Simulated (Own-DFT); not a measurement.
# Strain and stress in 2H SiC, 32 atoms (C16Si16)

Calculated results; nothing here was measured. They come from Own-DFT, an in-house plane-wave density functional program, since retired, whose code no person has reviewed. Each row is one single-point run on a periodic cell that was not relaxed, without spin or spin-orbit coupling.

Settings of every run: PBE; PseudoDojo norm-conserving scalar-relativistic files; cutoff 42 hartree; 5 x 5 x 3 k mesh centred on Gamma; Fermi-Dirac smearing of 0.1 eV.

Known limits: forces on such cells passed a denser k mesh, each cell not checked; stress not checked against mesh or cutoff.

Unstrained cell vectors in Å: (6.165, 0.000, 0.000); (-3.083, 5.339, 0.000); (0.000, 0.000, 10.068). The unstrained cell has measured lattice constants (interpolated for alloys), not those of this functional. That, the random moves and any unrelaxed bonds set the pressure at no strain. Each run strains this cell uniformly, with the atoms carried along. Every atom was also moved at random, by a Gaussian of width 0.05 Å on each axis. Strain is the symmetric tensor, in per cent. Stress is positive in tension, and the pressure is minus a third of its trace.

| run | e_xx (%) | e_yy (%) | e_zz (%) | e_yz (%) | e_xz (%) | e_xy (%) | s_xx (GPa) | s_yy (GPa) | s_zz (GPa) | s_yz (GPa) | s_xz (GPa) | s_xy (GPa) | P (GPa) | E (meV/atom) |
|---|---|---|---|---|---|---|---|---|---|---|---|---|---|---|
| 1 | 1.44 | 0.22 | -0.14 | -1.86 | 1.49 | -1.30 | 3.06 | -1.41 | -9.53 | -6.94 | 4.76 | -5.20 | 2.63 | 32.5 |
| 2 | -1.09 | 1.70 | -1.48 | 1.50 | 1.94 | -0.44 | -12.59 | 2.09 | -12.66 | 3.95 | 6.01 | -0.54 | 7.72 | 38.3 |
| 3 | -1.26 | -1.86 | -1.07 | -0.44 | -0.40 | 1.01 | -15.43 | -14.71 | -16.86 | -2.54 | -1.69 | 5.48 | 15.67 | 30.5 |
| 4 | -1.76 | -1.35 | 0.19 | -1.12 | 0.16 | -1.98 | -20.21 | -14.93 | -6.73 | -4.77 | -1.59 | -12.32 | 13.96 | 63.6 |
| 5 | -0.42 | -1.13 | 1.12 | 1.35 | -0.37 | 0.90 | -5.93 | -9.74 | -3.24 | 4.45 | 0.36 | 3.79 | 6.30 | 24.4 |
| 6 | -1.90 | 1.11 | -0.46 | -1.34 | 1.15 | -0.89 | -11.91 | -0.94 | -15.15 | -5.67 | 3.88 | -4.86 | 9.34 | 44.5 |
| 7 | -0.97 | 0.02 | -0.97 | 0.90 | -0.40 | -0.51 | -10.68 | -6.31 | -13.36 | 2.59 | -2.37 | -2.61 | 10.12 | 29.4 |
| 8 | 1.91 | 0.76 | -0.23 | 1.70 | 1.39 | -1.76 | 5.23 | 1.89 | -10.89 | 4.77 | 3.52 | -8.29 | 1.26 | 50.8 |
| 9 | -1.55 | 0.36 | -0.69 | -0.28 | -0.23 | 0.63 | -16.34 | -2.58 | -12.37 | -0.32 | -0.60 | 0.82 | 10.43 | 31.2 |
| 10 | -2.00 | 0.59 | 1.71 | 0.89 | 1.50 | 0.04 | -14.95 | -1.51 | 0.41 | 2.09 | 4.93 | -0.77 | 5.35 | 27.9 |
| 11 | 1.16 | 0.07 | -1.62 | 1.83 | 1.86 | -1.71 | -0.68 | -4.91 | -15.27 | 5.96 | 6.72 | -10.32 | 6.95 | 40.4 |
| 12 | 1.15 | -1.59 | -1.50 | -1.26 | -0.78 | 1.48 | 3.43 | -11.98 | -21.51 | -3.21 | -2.58 | 6.02 | 10.02 | 24.6 |
| 13 | 1.82 | -1.35 | 1.89 | -1.79 | -1.34 | 1.18 | 6.09 | -7.98 | 2.04 | -4.61 | -4.76 | 5.30 | -0.05 | 12.0 |
| 14 | -1.48 | 1.45 | -0.50 | 1.53 | 0.52 | -1.72 | -11.51 | 2.08 | -11.69 | 5.59 | 2.52 | -7.95 | 7.04 | 27.3 |
| 15 | -1.00 | -1.60 | -0.14 | 1.70 | -1.25 | -1.68 | -9.03 | -15.70 | -14.17 | 6.51 | -2.64 | -8.57 | 12.96 | 63.6 |
| 16 | 0.71 | -0.77 | 1.19 | 1.98 | 1.66 | 1.00 | -1.93 | -8.22 | -0.53 | 5.22 | 6.62 | 4.51 | 3.56 | 38.5 |
| 17 | 0.27 | 0.59 | 1.40 | -1.78 | 1.69 | -1.79 | -2.80 | 0.59 | 1.61 | -4.92 | 5.14 | -8.47 | 0.20 | 0.0 |
| 18 | -0.18 | -0.27 | -1.94 | -0.79 | 0.12 | -0.05 | ? | ? | ? | ? | ? | ? | ? | ? |

E is the free energy for each atom above the lowest run shown.

## Worked fit

Each stress component was fitted by least squares to a constant and the strains of the runs shown, as fractions, with shears doubled. Shear strains stay in the fit of a normal stress only where such slopes are resolved. The slopes, in GPa:

```
stress  at no strain  per e_xx  per e_yy  per e_zz  scatter
  s_xx          -5.0  578 ± 43   53 ± 53   51 ± 52     2.36
  s_yy          -4.3  105 ± 21  546 ± 25   69 ± 25     1.14
  s_zz          -8.7   31 ± 43  104 ± 53  590 ± 52     2.37
```

Each shear stress against twice its own strain: yz 164 ± 7, xz 160 ± 16, xy 249 ± 15 GPa. These are stiffnesses along x, y and z of the frame in which the cell vectors are given, which need not be the crystal's axes. The atoms are held to the strained lattice; where symmetry lets them move under strain, relaxing them would lower some slopes. The table should be nearly symmetric about its diagonal, and what it lacks of that shows the noise. A ninth of its sum, 236 ± 7 GPa, estimates the bulk modulus near the mean pressure of these runs, 7.3 GPa, so it lies above the value at zero pressure.

## Withheld run

Question: what normal stresses and pressure should run 18 give?

The fit gives s_xx = -7.2, s_yy = -7.3, s_zz = -20.5 and P = 11.7 GPa. The calculation gave -6.10, -8.58, -16.82 and P = 10.50 GPa.
